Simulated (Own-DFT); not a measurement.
# Strain and stress in C40 NbSi2, 36 atoms (Nb12Si24)

All numbers below are calculated, not measured. They come from Own-DFT, an in-house plane-wave density functional program, since retired, whose code no person has reviewed. Each row is one single-point run on a periodic cell that was not relaxed, without spin or spin-orbit coupling.

Settings of every run: PBEsol; PseudoDojo norm-conserving scalar-relativistic files, made for PBE; cutoff 42 hartree; 4 x 4 x 5 k mesh centred on Gamma; cold (Marzari-Vanderbilt) smearing of 0.2 eV.

Known limits: forces on such cells failed a check on a denser k mesh; stress not checked against mesh or cutoff.

Unstrained cell vectors in Å: (0.000, 8.324, 0.000); (-9.613, 0.000, 0.000); (0.000, 0.000, 6.586). The unstrained cell was taken from the Materials Project. The random moves and any unrelaxed bonds add to the pressure at no strain. Each run strains this cell uniformly, with the atoms carried along. Every atom was also moved at random, by a Gaussian of width 0.05 Å on each axis. Strain is the symmetric tensor, in per cent. Stress is positive in tension, and the pressure is minus a third of its trace.

```
run,e_xx (%),e_yy (%),e_zz (%),e_yz (%),e_xz (%),e_xy (%),s_xx (GPa),s_yy (GPa),s_zz (GPa),s_yz (GPa),s_xz (GPa),s_xy (GPa),P (GPa),E (meV/atom)
1,-0.90,1.70,1.03,1.11,1.78,0.28,0.33,7.03,4.56,3.55,5.76,0.57,-3.97,16.6
2,1.21,-0.49,-0.32,-1.22,0.66,0.33,5.32,0.54,-1.31,-3.67,1.73,1.05,-1.52,0.0
3,-0.08,0.70,0.86,-0.48,0.25,-0.28,1.98,4.58,4.40,-1.68,0.65,-0.82,-3.66,0.0
4,0.57,1.98,-0.47,-0.09,-0.62,1.74,4.08,7.90,-0.42,-0.18,-1.87,4.75,-3.85,16.6
5,-1.37,-0.85,0.90,-1.28,-1.55,0.56,-4.14,-1.64,1.34,-3.10,-5.57,1.98,1.48,15.3
6,0.89,1.76,-0.26,-0.81,-0.30,-0.78,5.56,7.92,0.57,-2.46,-0.38,-1.88,-4.68,9.6
7,-1.92,-0.48,-1.58,-1.26,1.96,-1.00,-8.60,-2.84,-10.73,-4.13,7.24,-3.43,7.39,31.6
8,0.90,-1.65,0.63,1.40,-0.13,0.59,4.06,-3.15,2.10,4.02,0.04,2.00,-1.01,0.7
9,1.39,0.75,-0.37,-1.56,-0.38,1.91,6.10,4.36,-0.79,-5.05,-1.06,4.78,-3.23,20.7
10,0.37,0.35,1.96,-1.65,1.87,-1.59,3.64,4.62,8.27,-4.74,5.16,-4.06,-5.51,24.4
11,0.43,-0.53,-0.85,-0.44,0.96,0.35,3.27,-1.46,-4.50,-0.71,3.46,1.09,0.90,0.7
12,1.78,1.34,1.35,-0.07,-1.20,0.21,9.11,7.92,8.13,0.13,-2.96,0.70,-8.39,14.9
13,-0.54,-0.60,-1.81,-0.92,-0.33,-0.47,-3.40,-2.22,-10.66,-3.13,-0.75,-1.43,5.43,22.8
14,-1.94,-1.92,1.70,-1.56,-0.15,0.20,-6.57,-6.52,4.24,-5.76,-0.22,0.31,2.95,22.1
15,1.70,-0.40,1.74,-0.65,-0.84,1.29,7.37,2.54,7.59,-1.85,-1.99,3.75,-5.83,24.1
16,1.45,1.44,0.65,-0.63,0.34,-1.63,?,?,?,?,?,?,?,?
```

E is the free energy for each atom above the lowest run shown.

## Worked fit

Each stress component was fitted by least squares to a constant and the strains of the runs shown, as fractions, with shears doubled. Shear strains stay in the fit of a normal stress only where such slopes are resolved. The slopes, in GPa:

```
stress,at no strain,per e_xx,per e_yy,per e_zz,scatter
s_xx,1.0,376 ± 18,72 ± 18,68 ± 17,0.76
s_yy,1.2,78 ± 10,346 ± 11,70 ± 10,0.45
s_zz,-0.8,88 ± 12,84 ± 13,464 ± 12,0.54
```

Each shear stress against twice its own strain: yz 154 ± 8, xz 155 ± 9, xy 129 ± 5 GPa. These are stiffnesses along x, y and z of the frame in which the cell vectors are given, which need not be the crystal's axes. The atoms are held to the strained lattice; where symmetry lets them move under strain, relaxing them would lower some slopes. The table should be nearly symmetric about its diagonal, and what it lacks of that shows the noise. A ninth of its sum, 183 ± 5 GPa, estimates the bulk modulus near the mean pressure of these runs, -1.6 GPa.

## Withheld run

Question: what normal stresses and pressure should run 16 give?

The fit gives s_xx = 7.9, s_yy = 7.8, s_zz = 4.7 and P = -6.8 GPa. The calculation gave 7.40, 7.44, 4.93 and P = -6.59 GPa.
